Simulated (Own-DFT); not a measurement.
GaP (zincblende, strained, atoms displaced) (calculated)

A calculation, not a measurement: plane-wave PBE density functional theory by an unreviewed code, no spin, of a simulated periodic cell, stress positive in tension, free energy of the whole cell less one offset for each atom, forces on such cells passed a denser k mesh, this cell's mesh not checked; offsets are fitted by least squares, one for each functional and potential file, so energies compare only between cells with the same atoms and settings and are not formation energies; the far tail of each file's local potential was reset to the Coulomb form; each entry is a single point on an unrelaxed cell, so the pressure reflects the starting lattice, mostly measured values (interpolated for alloys), from which strain is counted, and rises with the displacements; printed positions are rounded, which can move forces by about a meV/angstrom; the program, named Own-DFT, is a retired in-house code; no spin-orbit coupling. Program: Own-DFT development build.

Common to all runs: functional PBE; potential files PseudoDojo norm-conserving, scalar-relativistic, standard set; wave cutoff 42 hartree; occupations Fermi-Dirac; smearing width 0.1 eV; hardware one NVIDIA H100; k mesh 3 x 3 x 3 centred on Gamma.

(1) GaP (zincblende, strained, atoms displaced)

```
GaP
1.0
     10.8620     0.0000     0.0000
      0.0000    10.8620     0.0000
      0.0000     0.0000    10.9361
Ga P Ga P Ga P Ga P Ga P Ga P Ga P Ga P
4 4 4 4 4 4 4 4 4 4 4 4 4 4 4 4
Direct
  0.00849 0.99449 0.99696
  0.99337 0.24581 0.23743
  0.25256 0.99945 0.23706
  0.26339 0.25048 0.00641
  0.12255 0.11873 0.12484
  0.12489 0.37401 0.38303
  0.37325 0.12675 0.37430
  0.37030 0.37795 0.12727
  0.00006 0.99420 0.50140
  0.00356 0.24158 0.75635
  0.24659 0.99869 0.73729
  0.24199 0.24317 0.48521
  0.12960 0.13743 0.62674
  0.12934 0.38092 0.86611
  0.37867 0.13629 0.88008
  0.37185 0.37909 0.61853
  0.00871 0.50600 0.01361
  0.99213 0.75021 0.26294
  0.24690 0.49807 0.24755
  0.25261 0.74191 0.00892
  0.12574 0.61418 0.11401
  0.12241 0.88674 0.36688
  0.37299 0.61860 0.38059
  0.36672 0.87359 0.12087
  0.00417 0.51548 0.49311
  0.00724 0.74802 0.74111
  0.26239 0.51155 0.74110
  0.25670 0.76309 0.49941
  0.13147 0.62863 0.62420
  0.10940 0.86883 0.87475
  0.37861 0.63593 0.88362
  0.37139 0.88459 0.63136
  0.51366 0.00542 0.00662
  0.51041 0.25472 0.24947
  0.74716 0.00487 0.26460
  0.74531 0.23959 0.00110
  0.62970 0.12793 0.12360
  0.62696 0.37208 0.37908
  0.87435 0.11650 0.37576
  0.88654 0.37906 0.13375
  0.50726 0.00164 0.48425
  0.50092 0.24937 0.75306
  0.75270 0.00778 0.74863
  0.75052 0.25099 0.49939
  0.62851 0.12277 0.61823
  0.63927 0.38509 0.87673
  0.87024 0.12437 0.87408
  0.87625 0.38039 0.63358
  0.50401 0.50589 0.99764
  0.52157 0.74836 0.25142
  0.74401 0.48779 0.26064
  0.75980 0.75164 0.00604
  0.62959 0.62811 0.12932
  0.61565 0.87983 0.37203
  0.87658 0.63712 0.37672
  0.87231 0.87485 0.13262
  0.51122 0.50273 0.50009
  0.50250 0.73850 0.74869
  0.74240 0.50082 0.76072
  0.73268 0.73788 0.49674
  0.62852 0.61944 0.62555
  0.62527 0.86033 0.88626
  0.87387 0.62815 0.88368
  0.86797 0.88141 0.64317
```

Results for GaP (zincblende, strained, atoms displaced): free energy of cell above offsets -28.552 eV; pressure 4.66 GPa; stress xx -4.71 GPa; stress yy -5 GPa; stress zz -4.28 GPa; stress yz -1.11 GPa; stress xz 0.8 GPa; stress xy 0.24 GPa; wall time 576.8 s.

Force:
```csv
element,x (eV/Å),y (eV/Å),z (eV/Å)
Ga,-1.721,0.501,0.669
Ga,1.065,-0.745,1.984
Ga,-0.047,0.35,1.07
Ga,-2.013,0.285,-0.605
P,0.505,1.049,-0.776
P,-1.134,0.482,-1.884
P,0.616,-0.333,-1.252
P,1.784,0.268,0.235
Ga,-0.237,0.443,1.034
Ga,-0.41,1.469,-0.017
Ga,-0.887,1.018,2.344
Ga,0.98,0.716,1.454
P,-0.643,-1.5,-0.689
P,0.239,-0.134,1.12
P,0.318,-2.048,-0.47
P,0.946,-0.789,-0.138
Ga,-2.332,-2.44,-3.508
Ga,1.601,1.054,-2.13
Ga,-0.135,0.011,0.81
Ga,-1.049,1.123,-0.927
P,1.564,2.848,3.699
P,0.699,-1.078,0.604
P,0.722,1.057,-0.703
P,2.141,-0.005,0.442
Ga,-0.282,-1.141,1.189
Ga,-1.491,-0.284,0.692
Ga,-0.339,-0.558,1.079
Ga,-0.6,-0.353,-0.387
P,0.135,0.503,-0.832
P,2.7,-0.148,-0.352
P,-0.078,-1.293,-1.087
P,2.307,-1.215,-1.275
Ga,-1.689,-1.095,-1.196
Ga,-1.409,-0.125,-0.282
Ga,0.093,-0.7,-1.628
Ga,1.566,1.941,-0.447
P,-0.159,-0.407,1.807
P,-0.391,-0.253,0.469
P,0.679,1.604,0.602
P,-2.112,0.236,-1.21
Ga,-1.785,0.94,2.307
Ga,0.279,0.936,-0.724
Ga,-1.552,-0.412,1.07
Ga,1.146,0.02,0.651
P,-0.697,0.254,0.448
P,-2.59,-2.357,1.544
P,0.879,-0.112,0.86
P,0.128,-0.035,-0.777
Ga,-0.138,-0.408,0.578
Ga,-3.199,-0.336,-0.249
Ga,1.344,1.461,-1.146
Ga,-0.319,-0.15,0.225
P,0.836,-1.321,-0.484
P,1.792,-1.026,0.203
P,-1.703,-1.957,0.662
P,0.406,0.802,0.156
Ga,-1.564,-0.69,0.037
Ga,-0.245,1.523,0.116
Ga,2.689,1.273,-1.392
Ga,1.429,2.133,0.262
P,-0.491,-0.097,0.706
P,0.056,1.512,-1.137
P,0.902,-0.582,-0.829
P,0.893,-1.685,-2.6
```

(2) GaP (zincblende, strained, atoms displaced)

```
GaP
1.0
     10.8620     0.0000     0.0000
      0.0000    10.8620     0.0000
      0.0000     0.0000    10.9361
Ga P Ga P Ga P Ga P Ga P Ga P Ga P Ga P
4 4 4 4 4 4 4 4 4 4 4 4 4 4 4 4
Direct
  0.00377 0.99895 0.99819
  0.99735 0.25295 0.25339
  0.24389 0.98864 0.25156
  0.25528 0.25320 0.00196
  0.12579 0.13324 0.12763
  0.11812 0.37121 0.36815
  0.37794 0.13448 0.37052
  0.38076 0.39208 0.11270
  0.00475 0.00780 0.50307
  0.00439 0.24681 0.73866
  0.25282 0.99468 0.74320
  0.25565 0.25857 0.49196
  0.12377 0.11949 0.61745
  0.12687 0.37325 0.88049
  0.37903 0.12529 0.89047
  0.36060 0.37852 0.61847
  0.00032 0.50035 0.99251
  0.98745 0.75254 0.25978
  0.26103 0.51243 0.25391
  0.24688 0.74961 0.01661
  0.11441 0.62444 0.11546
  0.12348 0.87119 0.37909
  0.38096 0.62150 0.36537
  0.37071 0.88725 0.12201
  0.00390 0.49761 0.49644
  0.00705 0.75282 0.74921
  0.24801 0.50478 0.74519
  0.23635 0.74394 0.49375
  0.13373 0.62311 0.62360
  0.12470 0.88752 0.86843
  0.36939 0.62355 0.86607
  0.39184 0.85888 0.63028
  0.50363 0.00306 0.99794
  0.49320 0.24430 0.26275
  0.73928 0.97914 0.24091
  0.74267 0.25400 0.98759
  0.61601 0.11845 0.12679
  0.62197 0.37681 0.36774
  0.88089 0.12905 0.36409
  0.87346 0.36560 0.11627
  0.50106 0.01660 0.49914
  0.49468 0.24124 0.75542
  0.75666 0.00032 0.75019
  0.76119 0.25850 0.50791
  0.62586 0.12391 0.62857
  0.61766 0.37881 0.86713
  0.88656 0.11982 0.87837
  0.89067 0.37535 0.62774
  0.49961 0.49622 0.00520
  0.50234 0.74053 0.24740
  0.75605 0.49635 0.25629
  0.74752 0.75777 0.00082
  0.63334 0.61452 0.12949
  0.61644 0.87554 0.38479
  0.86608 0.62836 0.36506
  0.88264 0.87362 0.12403
  0.50029 0.50287 0.49761
  0.51041 0.74845 0.74781
  0.74980 0.50270 0.74326
  0.76127 0.73897 0.49536
  0.61335 0.62321 0.63765
  0.63041 0.86851 0.87406
  0.87100 0.63144 0.86631
  0.88107 0.88060 0.62935
```

Results for GaP (zincblende, strained, atoms displaced): free energy of cell above offsets -29.158 eV; pressure 4.46 GPa; stress xx -4.68 GPa; stress yy -4.59 GPa; stress zz -4.1 GPa; stress yz 0.01 GPa; stress xz 0 GPa; stress xy -0.74 GPa; wall time 574.9 s.

Force:
```csv
element,x (eV/Å),y (eV/Å),z (eV/Å)
Ga,0.574,0.38,0.831
Ga,0.007,-0.097,-1.596
Ga,0.045,1.57,-0.109
Ga,-0.184,0.337,0.527
P,0.177,-0.861,0.108
P,1.542,1.378,0.186
P,-2.409,-2.416,1.479
P,-2.075,-2.895,3.112
Ga,-1.476,-0.852,-1.351
Ga,0.778,-0.529,1.824
Ga,0.993,0.386,0.071
Ga,-1.409,-0.888,-0.067
P,2.178,1.359,0.621
P,0.035,-0.117,-1.517
P,-1.042,-0.218,-1.996
P,1.901,-0.074,0.816
Ga,-1.11,-0.278,-0.184
Ga,1.598,0.031,-1.364
Ga,-2.219,-1.751,-1.947
Ga,0.223,0.495,-1.999
P,0.261,0.242,2.195
P,-0.793,0.504,-0.223
P,-0.142,1.413,2.195
P,0.991,-1.621,0.332
Ga,0.076,0.706,-0.217
Ga,-0.102,0.016,-0.036
Ga,-0.015,-1.17,1.003
Ga,2.499,0.033,0.271
P,-1.941,0.204,-0.246
P,0.504,-1.607,0.931
P,0.898,0.828,1.531
P,-2.175,2.259,-2.035
Ga,0.262,-1.121,-0.1
Ga,1.689,2,-3.13
Ga,0.309,1.243,0.656
Ga,0.068,-0.969,0.457
P,1.104,1.034,0.226
P,0.643,-0.286,1.523
P,-1.591,-1.394,1.35
P,0.026,1.105,0.513
Ga,-0.393,-1.229,0.406
Ga,-0.245,0.74,-0.669
Ga,-0.262,0.07,0.507
Ga,-0.714,-0.76,-1.061
P,0.692,0.801,0.118
P,0.463,-0.038,-0.014
P,-1.437,1.204,-0.878
P,-1.493,1.046,-0.234
Ga,1.65,2.204,-2.413
Ga,0.291,1.438,-0.571
Ga,-0.315,-1.244,-1.57
Ga,0.705,-1.356,0.579
P,-0.274,1.068,-0.839
P,0.684,-0.84,-0.591
P,1.454,-1.469,1.3
P,-0.571,0.144,-0.299
Ga,-0.16,-0.541,0.344
Ga,-1.018,0.125,2.442
Ga,0.29,-0.514,0.481
Ga,-1.847,1.769,1.96
P,2.205,-1.132,-2.893
P,-0.644,1.388,-0.084
P,0.382,-0.294,0.594
P,-0.143,-0.953,-1.253
```

(3) GaP (zincblende, strained, atoms displaced)

```
GaP
1.0
     10.8620     0.0000     0.0000
      0.0000    10.8620     0.0000
      0.0000     0.0000    10.9361
Ga P Ga P Ga P Ga P Ga P Ga P Ga P Ga P
4 4 4 4 4 4 4 4 4 4 4 4 4 4 4 4
Direct
  0.00469 0.00546 0.98710
  0.00509 0.24147 0.25511
  0.25768 0.99809 0.26402
  0.25436 0.25189 0.00037
  0.11296 0.12525 0.13662
  0.12152 0.38738 0.39390
  0.38882 0.12599 0.37718
  0.37821 0.38338 0.12493
  0.00027 0.99187 0.49796
  0.01456 0.25681 0.74471
  0.25423 0.00498 0.75332
  0.24167 0.24699 0.49732
  0.13187 0.13033 0.62222
  0.11764 0.38223 0.87114
  0.37556 0.12053 0.87307
  0.37924 0.36068 0.62531
  0.99096 0.49310 0.99824
  0.00324 0.76151 0.25556
  0.25164 0.49459 0.25472
  0.24896 0.74861 0.99600
  0.13132 0.62645 0.12061
  0.12649 0.87130 0.37097
  0.36711 0.63410 0.37127
  0.37714 0.87332 0.13621
  0.00243 0.49594 0.50121
  0.99867 0.75028 0.75235
  0.25570 0.50725 0.75175
  0.23791 0.74662 0.49676
  0.11196 0.61134 0.63514
  0.12958 0.87158 0.87373
  0.37811 0.62829 0.87859
  0.37197 0.87500 0.60432
  0.50433 0.99994 0.00556
  0.49513 0.24055 0.25130
  0.74923 0.99614 0.25275
  0.74769 0.24953 0.01192
  0.61409 0.10822 0.12505
  0.62274 0.36499 0.37224
  0.86641 0.13551 0.37133
  0.87183 0.36282 0.12873
  0.50236 0.00284 0.49911
  0.50455 0.24577 0.75029
  0.73631 0.00143 0.75774
  0.74514 0.25176 0.50249
  0.63085 0.12937 0.63360
  0.63576 0.37200 0.87894
  0.87993 0.13336 0.88056
  0.86665 0.37486 0.61460
  0.50087 0.50558 0.00347
  0.49529 0.73997 0.25040
  0.75717 0.50996 0.24935
  0.74042 0.74783 0.00069
  0.63740 0.62893 0.12939
  0.61714 0.86887 0.37350
  0.87963 0.62849 0.37931
  0.87435 0.86969 0.12241
  0.50711 0.49480 0.51103
  0.49910 0.76398 0.75343
  0.75208 0.49237 0.74754
  0.74817 0.74475 0.51298
  0.62868 0.62634 0.63179
  0.62776 0.87387 0.88369
  0.86979 0.61795 0.87568
  0.87503 0.86617 0.62158
```

It finds free energy of cell above offsets -30.680 eV; pressure 4.08 GPa; stress xx -4.2 GPa; stress yy -4.18 GPa; stress zz -3.86 GPa; stress yz -0.1 GPa; stress xz -0.06 GPa; stress xy -0.28 GPa; wall time 549.1 s.

Force:
```csv
element,x (eV/Å),y (eV/Å),z (eV/Å)
Ga,-0.339,-0.737,1.293
Ga,-0.916,2.125,1.061
Ga,-0.253,0.547,-0.915
Ga,-0.893,0.077,0.155
P,2.763,-1.27,-1.513
P,1.585,-2.395,-3.101
P,-2.401,-0.018,0.727
P,-0.104,-1.299,0.323
Ga,-0.382,1.013,-0.083
Ga,-1.763,-0.322,-0.307
Ga,-0.312,-1.039,-1.238
Ga,1.6,0.491,-0.469
P,-1.043,-1.68,0.433
P,1.694,-0.158,0.614
P,0.718,0.537,0.98
P,-0.659,1.301,0.211
Ga,0.241,0.467,0.897
Ga,-0.745,-1.675,-1.524
Ga,-0.482,0.79,-0.135
Ga,0.589,0.408,0.943
P,-1.263,-0.738,0.734
P,0.192,1.203,1.07
P,0.445,-1.899,1.191
P,-0.397,0.036,-1.478
Ga,-2.379,1.411,1.004
Ga,-0.37,-0.391,0.343
Ga,0.165,-1.133,-0.136
Ga,-0.145,-0.792,0.792
P,1.304,1.48,-0.495
P,-0.173,0.636,-0.456
P,0.347,0.329,-0.585
P,-0.193,0.147,2.1
Ga,-2.037,-1.42,-1.161
Ga,0.824,1.218,-1.402
Ga,0.016,-0.434,-0.144
Ga,-0.508,-1.167,-0.431
P,1.994,2.421,1.307
P,0.087,1.398,-0.186
P,0.432,-1.583,0.859
P,0.852,1.431,0.881
Ga,1.045,-0.234,0.383
Ga,-0.113,0.527,0.985
Ga,2.21,-0.086,-0.004
Ga,-0.069,-0.343,-0.49
P,-0.644,-0.87,-1.135
P,-1.414,0.124,0.048
P,-0.61,-0.027,-1.234
P,1.316,-0.139,0.981
Ga,1.125,-0.146,-0.235
Ga,0.747,0.585,-0.231
Ga,0.311,-1.545,0.67
Ga,1.89,-0.123,-0.18
P,-2.058,-0.62,0.035
P,1.019,0.07,0.655
P,0.077,0.128,0.059
P,0.226,0.871,-0.337
Ga,-0.632,0.215,-0.985
Ga,-0.345,-0.653,-0.757
Ga,0.003,0.415,0.161
Ga,-0.162,0.212,-1.806
P,-0.965,-0.412,0.677
P,-0.933,0.444,-0.56
P,-0.039,0.855,-0.022
P,-0.076,1.434,1.16
```

(4) GaP (zincblende, strained, atoms displaced)

```
GaP
1.0
     10.8620     0.0000     0.0000
      0.0000    10.8620     0.0000
      0.0000     0.0000    10.9361
Ga P Ga P Ga P Ga P Ga P Ga P Ga P Ga P
4 4 4 4 4 4 4 4 4 4 4 4 4 4 4 4
Direct
  0.99292 0.00713 0.99184
  0.99481 0.25970 0.24547
  0.24189 0.99360 0.25948
  0.24627 0.24925 0.99857
  0.12790 0.13410 0.12350
  0.10972 0.37989 0.36971
  0.38132 0.11647 0.37874
  0.37683 0.37676 0.12029
  0.01187 0.99814 0.49081
  0.00650 0.24255 0.73990
  0.23936 0.00110 0.75736
  0.24329 0.25378 0.49829
  0.11562 0.12623 0.63486
  0.11826 0.39820 0.88427
  0.37349 0.12592 0.87727
  0.37266 0.36592 0.63117
  0.00065 0.50538 0.01011
  0.99422 0.75190 0.24393
  0.24366 0.50376 0.25031
  0.24737 0.74140 0.00059
  0.12705 0.62935 0.12834
  0.12471 0.88088 0.36595
  0.36788 0.62094 0.38436
  0.36219 0.86883 0.13318
  0.99980 0.50758 0.49698
  0.99293 0.75310 0.75804
  0.23838 0.49165 0.75485
  0.25506 0.74478 0.49770
  0.11337 0.63132 0.62102
  0.12475 0.87433 0.86944
  0.37421 0.62912 0.87441
  0.36892 0.88972 0.64533
  0.49266 0.98788 0.00550
  0.50430 0.24813 0.24147
  0.75982 0.00713 0.24975
  0.74801 0.24495 0.99341
  0.60885 0.11898 0.12725
  0.62359 0.36932 0.37651
  0.88266 0.12504 0.36472
  0.87568 0.38007 0.13259
  0.49692 0.99530 0.51451
  0.49064 0.25437 0.75072
  0.75660 0.99340 0.74684
  0.76233 0.25286 0.50432
  0.62379 0.11661 0.61477
  0.61853 0.36788 0.85749
  0.87847 0.12144 0.87603
  0.86679 0.36898 0.63356
  0.49671 0.50306 0.98512
  0.50168 0.76142 0.23467
  0.73753 0.49836 0.25449
  0.73807 0.74113 0.00908
  0.62266 0.62903 0.13049
  0.62401 0.88451 0.37380
  0.87140 0.63621 0.38133
  0.86189 0.86596 0.13554
  0.50165 0.49707 0.48761
  0.48801 0.74979 0.73133
  0.75628 0.48846 0.74393
  0.75378 0.75313 0.49937
  0.63372 0.62445 0.64074
  0.62003 0.86657 0.88040
  0.86426 0.61520 0.87407
  0.88059 0.87451 0.62411
```

The calculation gives: free energy of cell above offsets -29.096 eV; pressure 4.55 GPa; stress xx -4.88 GPa; stress yy -4.8 GPa; stress zz -3.98 GPa; stress yz -0.5 GPa; stress xz 0.67 GPa; stress xy 1.15 GPa; wall time 540.6 s.

Force:
```csv
element,x (eV/Å),y (eV/Å),z (eV/Å)
Ga,1.283,-1.594,1.972
Ga,0.67,-1.227,-0.109
Ga,1.715,2.408,-1.577
Ga,0.344,1.028,-0.421
P,-0.878,-1.15,0.535
P,1.364,-0.087,0.699
P,-0.984,0.871,-0.219
P,-0.306,0.309,0.315
Ga,-1.221,0.53,0.991
Ga,-2.014,2.577,2.961
Ga,0.306,1.381,0.381
Ga,0.233,-0.546,-0.218
P,2.354,-1.658,-2.811
P,-0.138,-3.413,-0.344
P,-0.212,-0.471,0.141
P,-0.961,1.699,-1.379
Ga,-1.258,0.697,0.147
Ga,0.444,-0.227,0.915
Ga,0.705,-0.723,0.151
Ga,0.148,0.972,-0.439
P,-0.776,-0.005,0.102
P,-0.72,-2.693,1.484
P,1.233,0.159,-1.852
P,-0.448,0.699,-1.189
Ga,-0.998,-0.392,0.365
Ga,-0.222,-0.792,-0.388
Ga,1.275,1.627,-1.39
Ga,-1.078,1.548,1.195
P,1.105,-0.186,0.949
P,-0.655,-0.538,1.793
P,-0.581,-0.178,-1.148
P,-0.402,-1.121,-2.501
Ga,-0.294,0.198,-0.461
Ga,-1.264,0.582,1.201
Ga,-1.762,-0.187,-0.085
Ga,-0.571,0.34,0.642
P,2.352,-0.405,-0.996
P,0.384,-0.541,-0.115
P,0.21,0.678,1.448
P,-1.557,0.267,-1.312
Ga,-0.278,-0.437,-1.377
Ga,0.512,-2.342,-0.607
Ga,-1.068,0.291,0.406
Ga,-1.286,-1.399,-1.131
P,1.11,1.519,1.768
P,1.169,0.956,1.956
P,-1.063,1.168,-1.416
P,2.748,-0.07,-1.426
Ga,0.743,-0.496,0.932
Ga,0.142,-0.547,2.214
Ga,0.975,0.601,0.234
Ga,1.019,0.662,-1.335
P,-1.017,-1.893,-0.294
P,-0.094,-0.69,0.322
P,0.33,-1.546,-1.3
P,0.73,0.97,-2.004
Ga,0.009,0.184,2.066
Ga,1.118,-0.518,2.042
Ga,-1.426,0.931,1.508
Ga,-1.34,0.635,0.763
P,-0.82,0.128,-2.366
P,0.052,0.298,-0.833
P,0.753,0.855,0.999
P,0.155,0.302,-0.553
```
